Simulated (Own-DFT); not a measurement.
# Point defects and the pressure they add: zincblende GaAs

Calculated, not measured: single-point runs of Own-DFT, a retired in-house plane-wave DFT program that no person has reviewed, on unrelaxed cells, without spin or spin-orbit coupling.

Settings: PBE; PseudoDojo norm-conserving scalar-relativistic files; cutoff 42 hartree; 3 x 3 x 3 k mesh centred on Gamma; Fermi-Dirac smearing of 0.1 eV.

Known weak points (not all hold for every row): not probed for a lower state with spin; forces on such cells failed a check on a denser k mesh; forces not confirmed at this smearing and k mesh; forces on such cells passed a denser k mesh, each cell not checked; stress not checked against mesh or cutoff.

All runs share one cell, with vectors in Å (11.307, 0.000, 0.000); (0.000, 11.307, 0.000); (0.000, 0.000, 11.307) and a volume of 1445.4 Å³. u is the rms random offset of the atoms per axis. The defect's site can differ from row to row.

```
cell,formula,u (Å),P (GPa)
no defect,As32Ga32,0.0224,3.52
no defect,As32Ga32,0.0503,4.05
no defect,As32Ga32,0.0514,3.90
one As on a Ga site and one Ga on an As site,As32Ga32,0.0304,3.87
one As on a Ga site and one Ga on an As site,As32Ga32,0.0313,3.96
one As on a Ga site and one Ga on an As site,As32Ga32,0.0529,4.43
one As on a Ga site,As33Ga31,0.0295,4.24
one As on a Ga site,As33Ga31,0.0302,4.32
one As on a Ga site,As33Ga31,0.0458,4.44
one In on a Ga site,As32Ga31In,0.0286,4.33
one In on a Ga site,As32Ga31In,0.0326,?
one In on a Ga site,As32Ga31In,0.0491,4.63
one In on a Ga site,As32Ga31In,0.0512,4.65
two Ga vacancies,As32Ga30,0.0299,2.93
two Ga vacancies,As32Ga30,0.0303,2.91
two Ga vacancies,As32Ga30,0.0317,2.95
```

## Analysis

P = P0 + c u² + a shift for each defect gives P0 = 3.42 GPa, c = 215 ± 23 GPa/Å² and a scatter of 0.07 GPa. The shifts, and each times the cell's volume:

- one In on a Ga site: 0.70 ± 0.05 GPa, 6.3 eV
- one As on a Ga site: 0.64 ± 0.06 GPa, 5.7 eV
- one As on a Ga site and one Ga on an As site: 0.33 ± 0.05 GPa, 3.0 eV
- two Ga vacancies: -0.69 ± 0.06 GPa, -6.3 eV (-3.1 eV for each of its 2 sites)

A positive shift means that the defect pushes the cell outwards. Shift times volume (160.2 GPa Å³ is 1 eV) depends little on the cell's size, so, taken for each site, it can be compared between cells at like pressure. The atoms around the defects weren't relaxed, which would change these numbers.

## Check

Question: what pressure belongs in the blank (one In on a Ga site, u = 0.0326 Å)?

Estimate: 4.34 ± 0.08 GPa. DFT gave 4.39 GPa.
